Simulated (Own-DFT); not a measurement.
Simulation results for Si$_{12}$O$_{23}$ (quartz with two neutral oxygen vacancies, atoms displaced)

Computed with Own-DFT development build. A calculation, not a measurement: plane-wave PBE and HSE06 DFT by an unreviewed code, no spin, of a simulated cell at Gamma alone, so results move with cell size and shape, stress positive in tension, energies less offsets, not probed for a lower state with spin; oxygen file: force components 24 meV/angstrom off all-electron in a glass; k mesh not checked against a denser one; forces and stress are PBE's, HSE06 gives the energy alone, and its difference from PBE has offsets of its own; offsets are fitted by least squares, one for each functional and potential file, so energies compare only between cells with the same atoms and settings and are not formation energies; the far tail of each file's local potential was reset to the Coulomb form; each entry is a single point on an unrelaxed cell, so the pressure reflects the starting lattice, mostly measured values (interpolated for alloys), from which strain is counted, and rises with the displacements; printed positions are rounded, which can move forces by about a meV/angstrom; the program, named Own-DFT, is a retired in-house code; no spin-orbit coupling.

Common to all runs: first functional PBE; second functional HSE06; exact exchange share 0.25; screening 0.11 1/bohr; exchange divergence Gygi-Baldereschi; potential files PseudoDojo norm-conserving, scalar-relativistic, made for PBE, standard set; wave cutoff 48 hartree; occupations fixed; k mesh 1 x 1 x 1 centred on Gamma.

(1) 
```cif
# cell vector a (Å): 9.8268 0.0000 0.0000
# cell vector b (Å): -4.9134 8.5103 0.0000
# cell vector c (Å): 0.0000 0.0000 10.8104
data_Si12O23
_symmetry_space_group_name_H-M 'P 1'
_symmetry_Int_Tables_number 1
_cell_length_a 9.8268
_cell_length_b 9.8268
_cell_length_c 10.8104
_cell_angle_alpha 90.000
_cell_angle_beta 90.000
_cell_angle_gamma 120.000
_cell_volume 904.06
loop_
_atom_site_label
_atom_site_type_symbol
_atom_site_fract_x
_atom_site_fract_y
_atom_site_fract_z
_atom_site_occupancy
Si1 Si 0.23341 0.99676 0.99968 1
Si2 Si 0.99401 0.22460 0.33416 1
Si3 Si 0.26252 0.26016 0.16434 1
O1 O 0.21015 0.13856 0.05912 1
O2 O 0.43193 0.29735 0.23048 1
O3 O 0.36582 0.07183 0.39120 1
O4 O 0.07173 0.36055 0.44464 1
O5 O 0.13031 0.20850 0.27084 1
O6 O 0.29513 0.42628 0.10956 1
Si4 Si 0.23080 0.99589 0.49565 1
Si5 Si 0.99614 0.23099 0.83187 1
Si6 Si 0.26619 0.26578 0.66792 1
O7 O 0.20534 0.12937 0.56407 1
O8 O 0.42545 0.29386 0.72562 1
O9 O 0.36066 0.06900 0.89073 1
O10 O 0.06912 0.36580 0.93950 1
O11 O 0.13590 0.20837 0.77528 1
O12 O 0.28723 0.42520 0.60671 1
Si7 Si 0.23750 0.50180 0.99824 1
Si8 Si 0.99981 0.73529 0.33875 1
Si9 Si 0.26566 0.76910 0.16991 1
O13 O 0.20680 0.63484 0.05963 1
O14 O 0.42464 0.79235 0.22770 1
O15 O 0.36966 0.57506 0.39366 1
O16 O 0.07218 0.86432 0.44125 1
O17 O 0.13416 0.70932 0.26844 1
O18 O 0.29175 0.92609 0.10797 1
Si10 Si 0.24251 0.50693 0.50123 1
Si11 Si 0.00179 0.73610 0.83335 1
Si12 Si 0.26697 0.76787 0.66551 1
O19 O 0.20500 0.64259 0.55329 1
O20 O 0.42321 0.79030 0.72523 1
O21 O 0.07283 0.86422 0.93733 1
O22 O 0.13602 0.70532 0.77503 1
O23 O 0.29986 0.93468 0.60544 1
Si13 Si 0.73840 0.00226 0.99467 1
Si14 Si 0.49487 0.23087 0.33502 1
Si15 Si 0.76694 0.26386 0.16600 1
O24 O 0.71303 0.13344 0.06154 1
O25 O 0.91582 0.28469 0.22398 1
O26 O 0.86473 0.06702 0.39063 1
O27 O 0.57223 0.36458 0.43981 1
O28 O 0.63793 0.20976 0.27182 1
O29 O 0.78820 0.42359 0.10834 1
Si16 Si 0.73661 0.00311 0.50272 1
Si17 Si 0.50119 0.23401 0.83654 1
Si18 Si 0.76302 0.25954 0.66821 1
O30 O 0.70585 0.13357 0.56043 1
O31 O 0.92683 0.29266 0.72500 1
O32 O 0.86891 0.07215 0.89468 1
O33 O 0.57856 0.36491 0.93917 1
O34 O 0.64274 0.21100 0.77055 1
O35 O 0.79400 0.42563 0.60689 1
Si19 Si 0.73623 0.50053 0.99974 1
Si20 Si 0.50223 0.73368 0.33570 1
Si21 Si 0.76569 0.76602 0.16480 1
O36 O 0.70508 0.63429 0.06517 1
O37 O 0.92984 0.79735 0.22524 1
O38 O 0.86831 0.58013 0.39774 1
O39 O 0.58108 0.87227 0.43902 1
O40 O 0.63237 0.70241 0.27654 1
O41 O 0.79291 0.92828 0.10888 1
Si22 Si 0.73168 0.50229 0.50154 1
Si23 Si 0.50119 0.73160 0.83285 1
Si24 Si 0.76416 0.76102 0.66307 1
O42 O 0.70653 0.63802 0.56038 1
O43 O 0.93257 0.79413 0.72733 1
O44 O 0.86985 0.56833 0.89155 1
O45 O 0.63234 0.70123 0.77111 1
O46 O 0.78720 0.92796 0.60653 1
_calc_PBE_energy_of_cell_above_offsets '-21.437'  # eV
_calc_HSE06_less_PBE_above_offsets '-0.009'  # eV
_calc_PBE_pressure 7.2  # GPa
_calc_PBE_stress_xx -6.42  # GPa
_calc_PBE_stress_yy -7.14  # GPa
_calc_PBE_stress_zz -8.06  # GPa
_calc_PBE_stress_yz -0.34  # GPa
_calc_PBE_stress_xz 0.84  # GPa
_calc_PBE_stress_xy -1.1  # GPa
```

Force:
```
element  x (eV/Å)  y (eV/Å)  z (eV/Å)
     Si    -0.713     0.478     0.522
     Si    -0.798      3.72     -0.44
     Si     0.841     2.585     2.745
      O     0.624    -2.859    -2.417
      O    -2.343    -0.107    -1.783
      O    -0.619    -1.722     0.368
      O     0.398      0.44    -0.477
      O     1.248    -0.683    -0.328
      O    -0.368     0.768    -0.827
     Si     1.132     2.117     2.212
     Si      0.94     1.613         0
     Si    -0.987    -0.606    -0.783
      O    -0.196     -0.17    -0.816
      O     2.203     0.212     1.391
      O     0.942     0.675    -0.564
      O     0.316     0.374     0.186
      O    -0.274    -0.326     0.375
      O     1.069     0.189     1.155
     Si     0.794     0.792    -0.808
     Si     0.271     0.004    -4.046
     Si     1.606    -1.414     -2.02
      O    -0.138     0.295     0.211
      O     1.256     0.198      0.75
      O     0.097    -0.851     0.253
      O    -0.906     0.316     0.727
      O    -2.471    -0.863     2.823
      O    -0.288     1.466    -0.498
     Si    -3.164    -1.468    -0.877
     Si     1.011    -2.118    -0.406
     Si    -1.621     0.415    -0.313
      O      0.78    -0.955     -0.49
      O     1.778     0.219     0.433
      O    -0.237     1.322     1.685
      O     0.058     0.121    -0.202
      O     0.231    -0.723     0.351
     Si    -2.344    -3.655     1.138
     Si     3.014     1.347     -1.18
     Si    -3.192     0.009    -0.838
      O    -0.843    -0.504     -1.36
      O     5.258     0.606     2.864
      O    -0.418    -1.486     0.975
      O    -0.151     0.688     0.862
      O    -2.121     -0.75     1.638
      O     0.004     0.902    -0.392
     Si    -0.205     0.361    -1.838
     Si      0.26    -0.706    -2.442
     Si     1.535     2.958    -2.889
      O    -0.438    -0.186    -0.686
      O     0.689    -0.023     0.025
      O     1.691     0.321    -1.803
      O    -0.932     0.092     0.432
      O    -4.416    -1.578     4.183
      O    -0.543     0.389    -0.315
     Si      0.65     0.995     0.837
     Si    -0.392      1.97    -1.017
     Si    -0.277     0.889     2.538
      O     0.611    -2.379    -2.639
      O     0.611    -0.176     0.811
      O    -0.483     -1.56     0.438
      O    -1.297    -1.409    -0.568
      O     1.052     0.138    -0.729
      O    -0.138     0.511    -0.447
     Si     1.353    -1.727     0.124
     Si    -1.301     0.634     3.272
     Si     0.412     3.675       2.9
      O    -0.111    -2.199    -2.443
      O    -2.389     0.304    -1.957
      O    -0.518     0.254     0.323
      O     0.704    -0.509    -0.283
      O     2.193    -1.647     2.377
```

(2) 
```cif
# cell vector a (Å): 9.8268 0.0000 0.0000
# cell vector b (Å): -4.9134 8.5103 0.0000
# cell vector c (Å): 0.0000 0.0000 10.8104
data_Si12O23
_symmetry_space_group_name_H-M 'P 1'
_symmetry_Int_Tables_number 1
_cell_length_a 9.8268
_cell_length_b 9.8268
_cell_length_c 10.8104
_cell_angle_alpha 90.000
_cell_angle_beta 90.000
_cell_angle_gamma 120.000
_cell_volume 904.06
loop_
_atom_site_label
_atom_site_type_symbol
_atom_site_fract_x
_atom_site_fract_y
_atom_site_fract_z
_atom_site_occupancy
Si1 Si 0.23342 0.00129 0.00367 1
Si2 Si 0.00505 0.23852 0.33473 1
Si3 Si 0.26058 0.25724 0.16335 1
O1 O 0.20707 0.13273 0.06334 1
O2 O 0.43298 0.29954 0.22095 1
O3 O 0.07323 0.36371 0.44226 1
O4 O 0.13090 0.20874 0.27388 1
O5 O 0.29254 0.42906 0.10496 1
Si4 Si 0.23764 0.00321 0.50060 1
Si5 Si 0.00347 0.23170 0.83921 1
Si6 Si 0.26617 0.26759 0.66491 1
O6 O 0.20497 0.13572 0.56285 1
O7 O 0.42276 0.28845 0.72761 1
O8 O 0.36702 0.07606 0.88904 1
O9 O 0.07400 0.36700 0.93864 1
O10 O 0.13554 0.20427 0.77043 1
O11 O 0.29151 0.42799 0.60959 1
Si7 Si 0.23475 0.50803 0.00582 1
Si8 Si 0.99681 0.73299 0.33126 1
Si9 Si 0.26436 0.76606 0.16498 1
O12 O 0.21242 0.63982 0.06105 1
O13 O 0.42424 0.79204 0.22565 1
O14 O 0.37096 0.57791 0.39608 1
O15 O 0.07054 0.86902 0.44114 1
O16 O 0.13302 0.70331 0.27277 1
O17 O 0.28519 0.92279 0.10938 1
Si10 Si 0.23826 0.50458 0.49471 1
Si11 Si 0.99086 0.72688 0.83388 1
Si12 Si 0.26749 0.76469 0.66783 1
O18 O 0.20323 0.63328 0.55388 1
O19 O 0.43278 0.80501 0.72147 1
O20 O 0.36881 0.57951 0.89161 1
O21 O 0.07346 0.86569 0.93809 1
O22 O 0.13535 0.70297 0.77413 1
O23 O 0.29719 0.92891 0.60226 1
Si13 Si 0.73248 0.99536 0.00216 1
Si14 Si 0.50459 0.23714 0.33171 1
Si15 Si 0.76837 0.26316 0.16740 1
O24 O 0.70489 0.13182 0.06139 1
O25 O 0.92998 0.29368 0.22349 1
O26 O 0.86765 0.07405 0.39286 1
O27 O 0.62872 0.20593 0.27320 1
O28 O 0.79358 0.43021 0.10460 1
Si16 Si 0.72964 0.00063 0.49822 1
Si17 Si 0.50435 0.23501 0.83754 1
Si18 Si 0.76290 0.26161 0.67386 1
O29 O 0.70752 0.13399 0.55991 1
O30 O 0.92099 0.28928 0.72652 1
O31 O 0.87466 0.08157 0.89154 1
O32 O 0.57537 0.37084 0.94131 1
O33 O 0.63740 0.20508 0.77281 1
O34 O 0.79559 0.43205 0.60647 1
Si19 Si 0.73696 0.49632 0.99772 1
Si20 Si 0.49418 0.72482 0.33225 1
Si21 Si 0.76633 0.76392 0.16613 1
O35 O 0.70733 0.63286 0.05904 1
O36 O 0.92699 0.79096 0.23014 1
O37 O 0.86644 0.57389 0.38960 1
O38 O 0.56996 0.86971 0.43968 1
O39 O 0.63355 0.69906 0.27301 1
O40 O 0.80106 0.93336 0.10440 1
Si22 Si 0.73513 0.49848 0.49882 1
Si23 Si 0.49894 0.73420 0.83121 1
Si24 Si 0.76302 0.75659 0.66633 1
O41 O 0.70787 0.63601 0.56083 1
O42 O 0.92223 0.79219 0.72735 1
O43 O 0.86069 0.56971 0.89313 1
O44 O 0.57527 0.86584 0.93965 1
O45 O 0.63386 0.70349 0.77579 1
O46 O 0.79608 0.92943 0.60655 1
_calc_PBE_stress_zz ?
```

(3) 
```cif
# cell vector a (Å): 9.8268 0.0000 0.0000
# cell vector b (Å): -4.9134 8.5103 0.0000
# cell vector c (Å): 0.0000 0.0000 10.8104
data_Si12O23
_symmetry_space_group_name_H-M 'P 1'
_symmetry_Int_Tables_number 1
_cell_length_a 9.8268
_cell_length_b 9.8268
_cell_length_c 10.8104
_cell_angle_alpha 90.000
_cell_angle_beta 90.000
_cell_angle_gamma 120.000
_cell_volume 904.06
loop_
_atom_site_label
_atom_site_type_symbol
_atom_site_fract_x
_atom_site_fract_y
_atom_site_fract_z
_atom_site_occupancy
Si1 Si 0.23518 0.99465 0.00602 1
Si2 Si 0.00227 0.24199 0.33544 1
Si3 Si 0.26301 0.26337 0.16458 1
O1 O 0.20858 0.13324 0.05949 1
O2 O 0.43100 0.29496 0.23016 1
O3 O 0.37138 0.07390 0.39026 1
O4 O 0.07317 0.36657 0.44081 1
O5 O 0.12900 0.20451 0.27665 1
O6 O 0.29909 0.42934 0.10936 1
Si4 Si 0.23232 0.99932 0.49736 1
Si5 Si 0.99551 0.23434 0.83193 1
Si6 Si 0.26745 0.26862 0.66545 1
O7 O 0.20876 0.13156 0.56110 1
O8 O 0.42750 0.29115 0.72933 1
O9 O 0.37352 0.08218 0.89795 1
O10 O 0.07648 0.37086 0.93738 1
O11 O 0.13345 0.21176 0.77314 1
O12 O 0.28514 0.42493 0.60442 1
Si7 Si 0.23704 0.50508 0.99711 1
Si8 Si 0.00017 0.73693 0.33379 1
Si9 Si 0.26861 0.76915 0.16734 1
O13 O 0.20553 0.63843 0.05731 1
O14 O 0.42818 0.79091 0.22443 1
O15 O 0.36815 0.57519 0.39330 1
O16 O 0.07037 0.86655 0.44048 1
O17 O 0.13624 0.70461 0.27070 1
O18 O 0.29349 0.92738 0.10824 1
Si10 Si 0.23551 0.49649 0.49645 1
Si11 Si 0.00318 0.74046 0.83435 1
Si12 Si 0.26380 0.76282 0.66961 1
O19 O 0.20982 0.63923 0.55966 1
O20 O 0.37091 0.57583 0.89054 1
O21 O 0.07438 0.86583 0.94470 1
O22 O 0.13488 0.70597 0.77065 1
O23 O 0.29086 0.92709 0.61032 1
Si13 Si 0.73294 0.99952 0.00377 1
Si14 Si 0.49937 0.23436 0.33453 1
Si15 Si 0.75978 0.26444 0.16706 1
O24 O 0.70581 0.13255 0.06172 1
O25 O 0.92582 0.29785 0.22999 1
O26 O 0.87125 0.07894 0.39348 1
O27 O 0.56993 0.36688 0.44132 1
O28 O 0.63643 0.20761 0.27781 1
O29 O 0.79477 0.42311 0.10825 1
Si16 Si 0.73331 0.99880 0.50215 1
Si17 Si 0.50299 0.23808 0.83516 1
Si18 Si 0.76489 0.26884 0.66591 1
O30 O 0.70592 0.13233 0.56035 1
O31 O 0.92574 0.29295 0.72594 1
O32 O 0.86497 0.06835 0.89784 1
O33 O 0.57444 0.35660 0.93954 1
O34 O 0.63710 0.21481 0.76931 1
O35 O 0.79199 0.42600 0.60884 1
Si19 Si 0.74238 0.50088 0.00130 1
Si20 Si 0.49745 0.73527 0.33490 1
Si21 Si 0.76080 0.75861 0.16568 1
O36 O 0.70757 0.63542 0.05685 1
O37 O 0.93049 0.79210 0.23133 1
O38 O 0.86410 0.57084 0.39452 1
O39 O 0.57540 0.86675 0.43883 1
O40 O 0.63297 0.70334 0.26892 1
O41 O 0.78826 0.92172 0.11164 1
Si22 Si 0.73996 0.50364 0.50239 1
Si23 Si 0.50327 0.73895 0.83729 1
Si24 Si 0.75708 0.76010 0.66617 1
O42 O 0.70299 0.63711 0.55602 1
O43 O 0.93004 0.79399 0.72008 1
O44 O 0.86314 0.56655 0.89196 1
O45 O 0.57452 0.86583 0.93736 1
O46 O 0.79967 0.93265 0.60853 1
_calc_PBE_stress_yy ?
```

Questions
1. Give the missing PBE stress zz for Si$_{12}$O$_{23}$ (quartz with two neutral oxygen vacancies, atoms displaced) (entry 2).
2. Give the table of force values for Si$_{12}$O$_{23}$ (quartz with two neutral oxygen vacancies, atoms displaced) (entry 2).
3. Give the missing PBE stress yy for Si$_{12}$O$_{23}$ (quartz with two neutral oxygen vacancies, atoms displaced) (entry 3).
4. Give the table of force values for Si$_{12}$O$_{23}$ (quartz with two neutral oxygen vacancies, atoms displaced) (entry 3).

Answers
1. -7.17 GPa
2. 
Force:
```
element  x (eV/Å)  y (eV/Å)  z (eV/Å)
     Si     1.023    -1.178     -3.07
     Si    -2.499    -1.549     0.369
     Si    -0.075     4.868     3.433
      O    -0.711    -1.955    -2.391
      O    -0.866    -0.385    -0.333
      O      0.16     1.298     0.463
      O     2.836     -0.37    -1.503
      O     0.895     -1.37     1.293
     Si    -0.155      1.61    -2.278
     Si     0.744     3.583    -4.892
     Si     0.326      0.03     0.948
      O     0.182    -1.366    -1.616
      O     1.794     0.473     0.754
      O    -1.039    -2.115     2.404
      O     0.407     2.172     1.777
      O     -1.31    -0.175      1.53
      O    -0.581     1.754    -1.398
     Si     1.692    -2.644    -3.735
     Si     2.457      0.79     2.326
     Si    -0.076      0.07     2.602
      O    -1.609     0.113    -0.897
      O     1.062    -0.089     0.356
      O     0.063    -2.987    -0.031
      O     0.208     -0.27      -0.5
      O    -0.293    -0.073     0.193
      O     -0.04     1.683    -0.291
     Si    -1.163    -2.062     3.426
     Si     2.189     2.301    -1.335
     Si    -1.465     0.035    -2.052
      O    -0.081     0.975     0.858
      O     1.885     -0.42     1.302
      O    -1.549    -2.007     1.586
      O    -0.087     0.017     0.342
      O    -1.517    -0.106     0.818
      O     0.837    -0.876     1.303
     Si      0.58     2.363    -2.086
     Si    -3.759     0.965     4.468
     Si    -1.807      1.15    -0.111
      O    -0.093    -0.518    -0.603
      O     0.588     0.412     0.426
      O     -0.15     0.167    -0.397
      O     4.036    -0.673    -2.118
      O     2.031    -2.021     2.152
     Si     2.486    -0.173     0.966
     Si    -0.855     1.106    -2.336
     Si     1.093      1.91    -5.419
      O    -1.172     1.141     0.611
      O     3.272     0.381     1.931
      O    -2.788      -5.6       3.5
      O    -0.971    -1.497    -0.703
      O    -3.531    -1.169     3.631
      O     1.127    -1.649     1.858
     Si    -2.326     1.464     1.973
     Si     1.947     5.702    -1.333
     Si     -0.04      0.41    -0.331
      O     0.226    -0.047    -0.425
      O    -1.864     1.258     -2.56
      O     0.078    -0.896      0.37
      O    -0.751     -2.16    -1.708
      O    -1.093     0.217     0.416
      O     1.345    -1.699      1.84
     Si    -1.863    -1.781    -1.945
     Si     0.529     1.545    -1.305
     Si    -2.485     4.063     0.355
      O     0.096    -2.364    -2.509
      O     2.134    -0.014     1.013
      O     1.384    -0.121    -1.538
      O    -0.626     -0.21    -0.143
      O    -0.327    -0.213     0.097
      O    -0.102    -1.225     0.197
```
3. -9.27 GPa
4. 
Force:
```
element  x (eV/Å)  y (eV/Å)  z (eV/Å)
     Si    -0.371     3.202    -3.116
     Si    -0.753    -1.925    -1.465
     Si      0.63     0.389     2.303
      O    -0.349    -0.543      -0.2
      O    -2.233     0.206    -2.035
      O    -1.345    -2.456     1.381
      O     -0.49     1.237      1.14
      O     1.823     0.349    -1.392
      O    -1.129     1.069    -1.282
     Si     2.123     0.052     0.764
     Si     0.874    -0.517     1.069
     Si      0.25    -1.175     0.877
      O    -0.802     1.046      0.13
      O    -1.475     0.878    -1.439
      O    -1.055    -2.844     1.231
      O    -0.519    -0.395     0.058
      O      0.54    -0.296    -0.241
      O     1.532    -0.265     1.263
     Si     0.658    -0.632     1.332
     Si     2.346    -2.038     1.117
     Si     0.304      -1.5    -0.239
      O     0.404    -0.189    -0.338
      O      0.07     0.603    -0.306
      O     0.123    -0.897    -0.208
      O    -0.168     0.001      0.15
      O    -1.618    -0.088     1.587
      O     1.426     0.066      1.66
     Si    -2.017     2.639     0.852
     Si    -0.093    -1.848    -1.245
     Si     3.843     1.868    -0.084
      O     0.822    -2.187    -1.914
      O    -0.115    -1.591     0.929
      O    -0.574    -0.542    -0.205
      O    -2.941    -0.996     3.001
      O    -0.227     0.523    -0.711
     Si     0.968    -0.521     0.237
     Si     1.164     1.263     0.466
     Si     2.237    -1.082     1.728
      O    -0.674    -0.033    -0.209
      O    -0.497     0.216    -0.825
      O    -0.996    -1.371     1.058
      O     0.777     1.012     0.982
      O    -0.338    -0.389     0.175
      O     -0.79     2.223    -0.796
     Si     1.568     1.278    -0.961
     Si     0.378    -1.932    -2.223
     Si     1.379    -1.888     -0.47
      O    -0.673     0.675     0.278
      O    -0.416     0.389    -0.546
      O     0.576     1.111    -0.845
      O     1.034     4.566     3.941
      O    -0.675     -1.03     1.351
      O    -0.261     2.081    -0.637
     Si    -2.405    -1.654    -0.021
     Si     2.226     0.043    -1.343
     Si     1.828     1.592      0.99
      O     0.694    -1.505    -1.238
      O    -3.122     0.593    -3.176
      O     1.306     1.047    -1.163
      O    -0.479    -0.058     0.322
      O    -2.123    -0.692     2.201
      O    -0.304     0.982    -0.687
     Si    -2.368    -1.474    -0.439
     Si    -0.115     -0.85    -6.746
     Si    -1.189     1.609     2.757
      O     0.304    -1.177    -0.924
      O    -0.093    -0.223     0.709
      O     1.512     2.171    -1.599
      O    -0.086     2.427     2.996
      O     0.158    -0.608     0.229
```

Further results for Si$_{12}$O$_{23}$ (quartz with two neutral oxygen vacancies, atoms displaced) (entry 2):

| Property | Result |
| --- | --- |
| PBE energy of cell above offsets | -20.355 eV |
| HSE06 less PBE above offsets | 0.070 eV |
| PBE pressure | 7.34 GPa |
| PBE stress xx | -7.42 GPa |
| PBE stress yy | -7.42 GPa |
| PBE stress yz | -0.58 GPa |
| PBE stress xz | 0.72 GPa |
| PBE stress xy | -0.77 GPa |

Further results for Si$_{12}$O$_{23}$ (quartz with two neutral oxygen vacancies, atoms displaced) (entry 3):

| Item | Value |
| --- | --- |
| PBE energy of cell above offsets | -21.446 eV |
| HSE06 less PBE above offsets | -0.002 eV |
| PBE pressure | 7.2 GPa |
| PBE stress xx | -3.59 GPa |
| PBE stress zz | -8.74 GPa |
| PBE stress yz | -0.04 GPa |
| PBE stress xz | -0.26 GPa |
| PBE stress xy | 0.26 GPa |
